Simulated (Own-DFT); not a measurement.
## Calculated data, Hf₃₆O₇₁ (tetragonal hafnia with one neutral oxygen vacancy, atoms displaced)

A calculation, not a measurement: plane-wave PBE and HSE06 DFT by an unreviewed code, no spin, of a simulated cell at Gamma alone, so results move with cell size and shape, stress positive in tension, energies less offsets, not probed for a lower state with spin; hafnium file: forces about 75 meV/angstrom off all-electron values; oxygen file: force components 24 meV/angstrom off all-electron in a glass; k mesh not checked against a denser one; forces and stress are PBE's, HSE06 gives the energy alone, and its difference from PBE has offsets of its own; offsets are fitted by least squares, one for each functional and potential file, so energies compare only between cells with the same atoms and settings and are not formation energies; the far tail of each file's local potential was reset to the Coulomb form; each entry is a single point on an unrelaxed cell, so the pressure reflects the starting lattice, taken from the Materials Project, from which strain is counted, and rises with the displacements; printed positions are rounded, which can move forces by about a meV/angstrom; the program is a retired in-house code; no spin-orbit coupling. Program: Own-DFT development build.

```yaml
- formula: Hf36O71
  kind: "tetragonal hafnia with one neutral oxygen vacancy, atoms displaced"
  structure:
    cell_angstrom: [[10.78, 0.0, 0.0], [0.0, 10.78, 0.0], [0.0, 0.0, 10.4493]]
    atoms_fractional:
      - [Hf, 0.99043, 0.99724, 0.01186]
      - [Hf, 0.17113, 0.16609, 0.24328]
      - [O, 0.99949, 0.17069, 0.13685]
      - [O, 0.16702, 0.9908, 0.34933]
      - [O, 0.99823, 0.1598, 0.39549]
      - [O, 0.15872, 0.00401, 0.10254]
      - [Hf, 0.98968, 0.99837, 0.50753]
      - [Hf, 0.166, 0.15772, 0.74601]
      - [O, 0.98327, 0.16554, 0.65389]
      - [O, 0.15073, 0.99829, 0.83385]
      - [O, 0.01098, 0.1677, 0.90135]
      - [O, 0.15491, 0.0029, 0.59415]
      - [Hf, 0.99962, 0.33429, 0.99922]
      - [Hf, 0.16079, 0.49582, 0.26055]
      - [O, 0.00464, 0.51012, 0.15327]
      - [O, 0.1583, 0.34705, 0.34785]
      - [O, 0.00113, 0.50065, 0.40581]
      - [O, 0.16964, 0.33418, 0.10272]
      - [Hf, 0.99042, 0.31969, 0.5028]
      - [Hf, 0.15919, 0.4937, 0.75767]
      - [O, 0.00149, 0.51003, 0.6541]
      - [O, 0.16516, 0.33022, 0.852]
      - [O, 0.0134, 0.50808, 0.91373]
      - [O, 0.17374, 0.32892, 0.60809]
      - [Hf, 0.99561, 0.66784, 0.00602]
      - [Hf, 0.16416, 0.84109, 0.24312]
      - [O, 0.0056, 0.83047, 0.16143]
      - [O, 0.16981, 0.65551, 0.34914]
      - [O, 0.01175, 0.83924, 0.39281]
      - [O, 0.17666, 0.66058, 0.08477]
      - [Hf, 0.99862, 0.66274, 0.48791]
      - [Hf, 0.15874, 0.83067, 0.74685]
      - [O, 0.98691, 0.82602, 0.64324]
      - [O, 0.16246, 0.65956, 0.83863]
      - [O, 0.99759, 0.82381, 0.89098]
      - [Hf, 0.33821, 0.00686, 0.01353]
      - [Hf, 0.48943, 0.14816, 0.25594]
      - [O, 0.33991, 0.16135, 0.1543]
      - [O, 0.50316, 0.99227, 0.35769]
      - [O, 0.34664, 0.17057, 0.38978]
      - [O, 0.50139, 0.00783, 0.08693]
      - [Hf, 0.33792, 0.99604, 0.50459]
      - [Hf, 0.4965, 0.17352, 0.75841]
      - [O, 0.35285, 0.16909, 0.66804]
      - [O, 0.49983, 0.99969, 0.83678]
      - [O, 0.3258, 0.16093, 0.91686]
      - [O, 0.50503, 0.99975, 0.5918]
      - [Hf, 0.32774, 0.32818, 0.00105]
      - [Hf, 0.50685, 0.48551, 0.24642]
      - [O, 0.34833, 0.50282, 0.14863]
      - [O, 0.49661, 0.33529, 0.34121]
      - [O, 0.33765, 0.49313, 0.41394]
      - [O, 0.50035, 0.3348, 0.08811]
      - [Hf, 0.34629, 0.33343, 0.49513]
      - [Hf, 0.48904, 0.51028, 0.73341]
      - [O, 0.32625, 0.49824, 0.66351]
      - [O, 0.50381, 0.33574, 0.85084]
      - [O, 0.33914, 0.49715, 0.89427]
      - [O, 0.5077, 0.34153, 0.5832]
      - [Hf, 0.31698, 0.66462, 0.99794]
      - [Hf, 0.49672, 0.83416, 0.23648]
      - [O, 0.32772, 0.83382, 0.15589]
      - [O, 0.48389, 0.64955, 0.34423]
      - [O, 0.3455, 0.83202, 0.41247]
      - [O, 0.49869, 0.67579, 0.1154]
      - [Hf, 0.33537, 0.66992, 0.4906]
      - [Hf, 0.49809, 0.83275, 0.73703]
      - [O, 0.32657, 0.8343, 0.66225]
      - [O, 0.50937, 0.67431, 0.85033]
      - [O, 0.33305, 0.82391, 0.89382]
      - [O, 0.49887, 0.66804, 0.59376]
      - [Hf, 0.66916, 0.99338, 0.00822]
      - [Hf, 0.82638, 0.16327, 0.24542]
      - [O, 0.67731, 0.16903, 0.14545]
      - [O, 0.82568, 0.9947, 0.35043]
      - [O, 0.65698, 0.17, 0.41264]
      - [O, 0.83572, 0.00419, 0.09533]
      - [Hf, 0.67288, 0.99906, 0.5017]
      - [Hf, 0.82629, 0.16783, 0.75163]
      - [O, 0.66769, 0.16578, 0.65068]
      - [O, 0.82634, 0.00271, 0.85166]
      - [O, 0.67539, 0.15198, 0.89764]
      - [O, 0.82773, 0.99717, 0.61566]
      - [Hf, 0.65224, 0.32415, 0.99984]
      - [Hf, 0.84543, 0.50056, 0.24655]
      - [O, 0.66196, 0.50392, 0.16073]
      - [O, 0.84267, 0.33609, 0.33285]
      - [O, 0.67156, 0.48993, 0.39837]
      - [O, 0.82465, 0.33689, 0.09861]
      - [Hf, 0.65649, 0.33405, 0.49303]
      - [Hf, 0.83652, 0.49109, 0.74707]
      - [O, 0.67403, 0.50398, 0.65431]
      - [O, 0.83703, 0.33699, 0.84503]
      - [O, 0.66455, 0.50929, 0.89449]
      - [O, 0.82606, 0.32654, 0.5996]
      - [Hf, 0.67318, 0.67147, 0.00985]
      - [Hf, 0.8294, 0.82506, 0.25033]
      - [O, 0.67219, 0.82674, 0.152]
      - [O, 0.82823, 0.68334, 0.3479]
      - [O, 0.66361, 0.82834, 0.39474]
      - [O, 0.82635, 0.67201, 0.09719]
      - [Hf, 0.65688, 0.66015, 0.49874]
      - [Hf, 0.83751, 0.8384, 0.74318]
      - [O, 0.66544, 0.8361, 0.65557]
      - [O, 0.84336, 0.66169, 0.84869]
      - [O, 0.65784, 0.81633, 0.91371]
      - [O, 0.83594, 0.64676, 0.59302]
  settings:
    first_functional: PBE
    second_functional: HSE06
    exact_exchange_share: 0.25
    "screening [1/bohr]": 0.11
    exchange_divergence: Gygi-Baldereschi
    potential_files: "PseudoDojo norm-conserving, scalar-relativistic, made for PBE, standard set"
    "wave_cutoff [hartree]": 48.0
    occupations: fixed
    k_mesh: "1 x 1 x 1 centred on Gamma"
  results:
    "PBE_energy_of_cell_above_offsets [eV]": "-87.087"
    "HSE06_less_PBE_above_offsets [eV]": "0.566"
    "PBE_pressure [GPa]": 6.4
    "PBE_stress_xx [GPa]": -9.57
    "PBE_stress_yy [GPa]": -3.27
    "PBE_stress_zz [GPa]": -6.38
    "PBE_stress_yz [GPa]": 1.25
    "PBE_stress_xz [GPa]": 0.47
    "PBE_stress_xy [GPa]": 0.09
    force_element: [Hf, Hf, O, O, O, O, Hf, Hf, O, O, O, O, Hf, Hf, O, O, O, O, Hf, Hf, O, O, O, O, Hf, Hf, O, O, O, O, Hf, Hf, O, O, O, Hf, Hf, O, O, O, O, Hf, Hf, O, O, O, O, Hf, Hf, O, O, O, O, Hf, Hf, O, O, O, O, Hf, Hf, O, O, O, O, Hf, Hf, O, O, O, O, Hf, Hf, O, O, O, O, Hf, Hf, O, O, O, O, Hf, Hf, O, O, O, O, Hf, Hf, O, O, O, O, Hf, Hf, O, O, O, O, Hf, Hf, O, O, O, O]
    "force_x [eV/angstrom]": [2.314, -2.381, -0.129, 1.527, 0.319, 1.45, 0.387, -1.279, 2.79, 0.655, -0.668, 1.808, -0.632, 2.409, -0.321, 0.308, -0.993, -0.344, 1.013, 0.561, 0.808, 0.215, -0.372, -0.967, -0.17, 0.168, -2.006, 0.297, -0.851, -6.076, 0.418, -0.082, 1.861, 0.598, 0.133, -2.279, 3.345, -1.723, -0.522, -1.434, 0.642, -0.391, 5.352, -5.114, -0.397, 0.105, -1.044, 0.644, -1.489, -2.58, 0.188, -0.629, -1.679, -2.517, 3.306, -0.599, -0.189, -0.603, -2.581, 7.732, 0.945, 0.673, 0.91, -0.153, 0.121, -1.483, -0.092, 0.16, -1.479, -0.894, -0.874, 1.047, 2.297, -3.04, -0.127, 0.56, -1.403, -0.867, -1.103, -1.33, 1.006, -1.136, 0.64, 3.035, -2.976, 2.778, 0.377, 0.074, 1.359, 3.714, -1.744, -2.283, 0.669, 0.425, 0.77, -4.686, 0.46, -1.216, 0.896, -0.595, 4.059, 2.79, -1.438, 0.873, 0.041, 0.991, -1.055]
    "force_y [eV/angstrom]": [0.83, 0.152, -0.185, 2.796, 0.197, 0.083, -0.92, 1.753, 0.135, -0.452, -0.402, 0.738, -0.865, 1.897, -0.122, -5.181, -1.295, -0.541, 1.002, -0.172, -1.016, -0.781, -2.129, -1.174, 0.182, -1.323, -0.211, 2.321, -0.623, 0.53, 1.826, -1.308, 0.458, 1.685, 1.726, -3.205, 2.119, -0.223, 0.864, -1.164, -0.404, -0.574, -1.499, -0.442, 0.024, 0.17, -0.431, 3.677, 3.668, -0.919, -3.557, 0.282, -1.016, 0.522, 0.954, 0.353, -0.571, -0.376, 0.314, -0.88, -4.263, 1.406, 1.988, 1.364, 1.047, -1.658, -0.638, 0.446, -1.102, 2.164, -0.153, -0.789, 1.076, -0.904, 0.908, -1.482, -0.428, -0.689, 0.158, 0.076, -1.703, 1.924, 0.129, 2.159, -0.243, -0.147, -1.393, 2.012, 0.607, 0.308, 3.5, -0.274, -1.658, -1.775, 0.56, -4.186, 2.502, 2.164, -4.506, 0.155, -0.247, -0.412, -1.969, -0.452, 0.373, 5.32, 1.429]
    "force_z [eV/angstrom]": [-4.216, 1.032, 1.937, -0.431, 0.484, 0.09, -1.239, 0.504, -1.308, 1.024, 0.299, 0.077, -0.612, -2.598, -0.048, 1.411, -1.017, 0.415, 0.293, -0.834, -0.32, 0.52, -0.147, -1.674, -2.359, 2.687, -2.797, -0.115, 1.255, 3.523, 2.571, 0.559, -0.937, -0.079, 1.796, -3.442, 1.243, -0.791, -1.834, 1.264, 2.901, 0.0, 1.306, -3.058, 1.098, -1.23, -0.171, -1.018, -0.879, 0.252, 0.953, -0.413, 1.685, 0.925, 4.662, -2.303, -0.821, 1.298, 2.637, -3.416, 1.715, -0.761, 1.071, -1.102, -1.778, 0.828, 3.66, -2.407, -2.389, 1.731, 0.677, -3.825, 0.614, 0.421, 0.207, -2.201, 2.06, 0.172, 1.034, 0.303, 0.563, 1.425, -1.769, -2.43, 0.247, -1.185, 1.386, 0.147, -0.701, 0.656, 0.253, -1.27, 1.106, 1.813, -1.216, -2.342, 0.149, -0.051, 0.948, 1.039, 2.212, -0.47, 2.723, -1.184, -0.21, -1.158, -1.303]
```
